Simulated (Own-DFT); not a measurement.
## Calculated data, Si4SnGe11 (diamond-structure random alloy, strained, atoms displaced)

A calculation, not a measurement: plane-wave density functional theory by an unreviewed code, no spin, of a simulated periodic cell, stress positive in tension, run twice, with PBE and with PBEsol, both on files made for PBE, so the change isn't that of files made for PBEsol, forces on such cells moved up to 12 meV/angstrom on a denser k mesh; the far tail of each file's local potential was reset to the Coulomb form; each entry is a single point on an unrelaxed cell, so the pressure reflects the starting lattice, mostly measured values (interpolated for alloys), from which strain is counted, and rises with the displacements; printed positions are rounded, which can move forces by about a meV/angstrom; the program, named Own-DFT, is a retired in-house code; no spin-orbit coupling; stress was not checked against mesh or cutoff. Program: Own-DFT development build.

```cif
# cell vector a (Å): 11.4760 0.0000 0.0000
# cell vector b (Å): 0.0000 11.4760 0.0000
# cell vector c (Å): 0.0000 0.0000 11.3064
data_Si4SnGe11
_symmetry_space_group_name_H-M 'P 1'
_symmetry_Int_Tables_number 1
_cell_length_a 11.4760
_cell_length_b 11.4760
_cell_length_c 11.3064
_cell_angle_alpha 90.000
_cell_angle_beta 90.000
_cell_angle_gamma 90.000
_cell_volume 1489.04
loop_
_atom_site_label
_atom_site_type_symbol
_atom_site_fract_x
_atom_site_fract_y
_atom_site_fract_z
_atom_site_occupancy
Ge1 Ge 0.99976 0.00377 0.99824 1
Si1 Si 0.99820 0.24544 0.24575 1
Ge2 Ge 0.25106 0.99763 0.25887 1
Si2 Si 0.24768 0.25158 0.99600 1
Si3 Si 0.12484 0.12674 0.12549 1
Ge3 Ge 0.12048 0.37361 0.37525 1
Ge4 Ge 0.37710 0.11603 0.38053 1
Ge5 Ge 0.37926 0.37245 0.12578 1
Si4 Si 0.00284 0.99455 0.49356 1
Ge6 Ge 0.99537 0.25458 0.75298 1
Si5 Si 0.25758 0.00094 0.75374 1
Ge7 Ge 0.24270 0.25034 0.50251 1
Ge8 Ge 0.11659 0.12677 0.61242 1
Ge9 Ge 0.12939 0.36875 0.87776 1
Ge10 Ge 0.38251 0.13037 0.86823 1
Si6 Si 0.37660 0.37727 0.62398 1
Ge11 Ge 0.99902 0.50296 0.99254 1
Ge12 Ge 0.99727 0.74858 0.24640 1
Ge13 Ge 0.25142 0.50020 0.24381 1
Si7 Si 0.25172 0.74872 0.99534 1
Ge14 Ge 0.11570 0.63184 0.13387 1
Ge15 Ge 0.12154 0.87977 0.36440 1
Ge16 Ge 0.37124 0.62647 0.37412 1
Ge17 Ge 0.38127 0.86695 0.11796 1
Ge18 Ge 0.00387 0.50098 0.49909 1
Si8 Si 0.00556 0.75336 0.75526 1
Ge19 Ge 0.24797 0.50342 0.75202 1
Si9 Si 0.24344 0.74759 0.50210 1
Sn1 Sn 0.13314 0.62782 0.62330 1
Si10 Si 0.12531 0.88561 0.87281 1
Ge20 Ge 0.37131 0.63383 0.87406 1
Ge21 Ge 0.37096 0.87721 0.61911 1
Ge22 Ge 0.49896 0.99780 0.99665 1
Ge23 Ge 0.49809 0.25711 0.24608 1
Ge24 Ge 0.75906 0.00170 0.25356 1
Ge25 Ge 0.74814 0.25351 0.00369 1
Sn2 Sn 0.62287 0.12602 0.13026 1
Ge26 Ge 0.62452 0.37492 0.37022 1
Ge27 Ge 0.87554 0.12791 0.37158 1
Ge28 Ge 0.87858 0.37616 0.12575 1
Ge29 Ge 0.49955 0.99780 0.49353 1
Ge30 Ge 0.49920 0.25207 0.74972 1
Ge31 Ge 0.74567 0.00782 0.75172 1
Ge32 Ge 0.75571 0.24425 0.50094 1
Si11 Si 0.62747 0.12339 0.62149 1
Ge33 Ge 0.62634 0.37489 0.87902 1
Ge34 Ge 0.87586 0.12313 0.87075 1
Si12 Si 0.87680 0.37511 0.62403 1
Ge35 Ge 0.49968 0.49651 0.00296 1
Ge36 Ge 0.49685 0.75851 0.24056 1
Ge37 Ge 0.74935 0.50513 0.24455 1
Ge38 Ge 0.74947 0.75063 0.00312 1
Sn3 Sn 0.62579 0.62218 0.12240 1
Si13 Si 0.62447 0.87492 0.37578 1
Ge39 Ge 0.87327 0.62211 0.37017 1
Ge40 Ge 0.86981 0.88289 0.11853 1
Ge41 Ge 0.49306 0.50293 0.50153 1
Sn4 Sn 0.50277 0.74107 0.75066 1
Si14 Si 0.75106 0.50113 0.73894 1
Si15 Si 0.75553 0.75329 0.50642 1
Si16 Si 0.62656 0.62659 0.61708 1
Ge42 Ge 0.62998 0.87055 0.86983 1
Ge43 Ge 0.88623 0.61741 0.87309 1
Ge44 Ge 0.86723 0.86849 0.62653 1
_calc_functional 'PBE, then PBEsol'
_calc_potential_files 'PseudoDojo norm-conserving, scalar-relativistic, standard set'
_calc_wave_cutoff 49  # hartree
_calc_occupations 'Fermi-Dirac'
_calc_smearing_width 0.1  # eV
_calc_k_mesh '3 x 3 x 3 centred on Gamma'
_calc_PBE_pressure 2.14  # GPa
_calc_PBE_stress_xx -1.84  # GPa
_calc_PBE_stress_yy -1.83  # GPa
_calc_PBE_stress_zz -2.74  # GPa
_calc_PBE_stress_yz 0.47  # GPa
_calc_PBE_stress_xz -0.17  # GPa
_calc_PBE_stress_xy -0.29  # GPa
_calc_PBEsol_pressure -0.39  # GPa
_calc_PBEsol_stress_xx 0.69  # GPa
_calc_PBEsol_stress_yy 0.7  # GPa
_calc_PBEsol_stress_zz -0.21  # GPa
_calc_PBEsol_stress_yz 0.45  # GPa
_calc_PBEsol_stress_xz -0.14  # GPa
_calc_PBEsol_stress_xy -0.27  # GPa
_calc_rms_change_of_force_components_from_PBE_to_PBEsol 0.051  # eV/angstrom
```

Force:
```csv
force element,PBE force x (eV/Å),PBE force y (eV/Å),PBE force z (eV/Å),PBEsol force x (eV/Å),PBEsol force y (eV/Å),PBEsol force z (eV/Å)
Ge,0.605,0.08,0.113,0.508,0.079,0.11
Si,0.484,0.423,0.071,0.425,0.454,0.114
Ge,0.443,0.407,-2.018,0.441,0.367,-1.907
Si,0.759,-0.909,0.927,0.779,-0.853,0.871
Si,0.356,0.089,-0.022,0.351,0.015,-0.026
Ge,0.28,-0.233,-0.97,0.301,-0.196,-0.898
Ge,-0.556,1.958,-0.591,-0.545,1.871,-0.57
Ge,-1.399,0.193,-0.937,-1.312,0.223,-0.878
Si,-1.047,0.184,0.219,-1.024,0.189,0.208
Ge,0.304,-0.292,-0.799,0.322,-0.318,-0.742
Si,-1.021,0.406,-0.816,-0.944,0.432,-0.833
Ge,1.264,0.319,-0.34,1.172,0.278,-0.351
Ge,0.216,-0.837,1.723,0.236,-0.742,1.664
Ge,-0.397,0.838,-0.353,-0.434,0.86,-0.386
Ge,-1.313,-0.671,0.932,-1.204,-0.641,0.895
Si,-0.698,-0.166,0.422,-0.686,-0.161,0.412
Ge,1.234,-1.113,1.606,1.174,-1.071,1.556
Ge,-1.18,1.39,0.538,-1.127,1.332,0.516
Ge,-0.541,-0.079,0.514,-0.521,-0.069,0.514
Si,-1.327,0.754,0.582,-1.262,0.708,0.598
Ge,1.661,-1.02,-2.076,1.581,-1.009,-1.984
Ge,-0.157,-1.339,1.399,-0.132,-1.3,1.296
Ge,-0.152,0.675,-0.103,-0.128,0.613,-0.128
Ge,-1.913,1.326,-0.589,-1.793,1.295,-0.538
Ge,-1.447,-0.804,-0.41,-1.364,-0.762,-0.435
Si,-0.672,0.733,0.315,-0.7,0.676,0.28
Ge,1.638,-1.824,0.925,1.565,-1.733,0.916
Si,1.916,2.464,-2.596,1.893,2.416,-2.55
Sn,-1.985,-0.126,0.97,-1.944,-0.226,0.968
Si,0.649,-0.858,0.098,0.598,-0.807,0.139
Ge,-1.008,-2.293,1.573,-0.944,-2.255,1.48
Ge,-0.482,-0.077,0.063,-0.414,-0.071,0.052
Ge,-0.041,-0.467,-0.763,-0.036,-0.457,-0.731
Ge,-0.827,-0.417,1.904,-0.786,-0.39,1.833
Ge,-0.792,-0.986,0.757,-0.738,-0.918,0.702
Ge,1.241,0.175,-0.887,1.19,0.181,-0.857
Sn,0.206,-0.755,-0.406,0.206,-0.721,-0.404
Ge,0.207,0.349,0.811,0.19,0.337,0.764
Ge,1.173,-0.475,0.488,1.065,-0.47,0.472
Ge,0.086,0.008,-0.157,0.039,0.041,-0.193
Ge,1.122,-0.299,1.033,1.012,-0.277,0.998
Ge,0.974,0.474,-1.155,0.942,0.444,-1.044
Ge,0.081,-0.725,-0.661,0.114,-0.743,-0.599
Ge,-0.568,0.802,0.19,-0.54,0.763,0.116
Si,-0.691,0.241,0.033,-0.674,0.236,0.033
Ge,0.268,0.538,-1.064,0.228,0.486,-0.989
Ge,-0.301,0.794,0.669,-0.29,0.769,0.647
Si,-0.264,0.365,-0.025,-0.212,0.313,-0.061
Ge,-1.274,-0.354,-1.565,-1.219,-0.357,-1.503
Ge,0.63,-0.6,2.391,0.577,-0.597,2.27
Ge,1.275,-1.972,1.526,1.242,-1.913,1.477
Ge,1.436,0.553,-1.697,1.382,0.553,-1.636
Sn,-0.926,0.941,0.076,-0.897,0.915,0.069
Si,0.765,-0.335,-0.153,0.714,-0.298,-0.186
Ge,0.022,0.6,0.977,0.054,0.557,0.906
Ge,0.724,-0.753,0.351,0.695,-0.729,0.342
Ge,0.887,-0.236,-0.289,0.856,-0.217,-0.342
Sn,0.181,1.198,-1.506,0.131,1.204,-1.408
Si,-0.091,-0.093,0.344,-0.095,-0.088,0.412
Si,-1.451,-0.992,-1.591,-1.349,-0.953,-1.555
Si,1.219,-1.094,-0.534,1.115,-1.078,-0.527
Ge,0.402,1.184,1.101,0.389,1.149,1.078
Ge,-1.74,1.532,-1.261,-1.664,1.465,-1.157
Ge,1.553,1.201,0.696,1.492,1.199,0.707
```
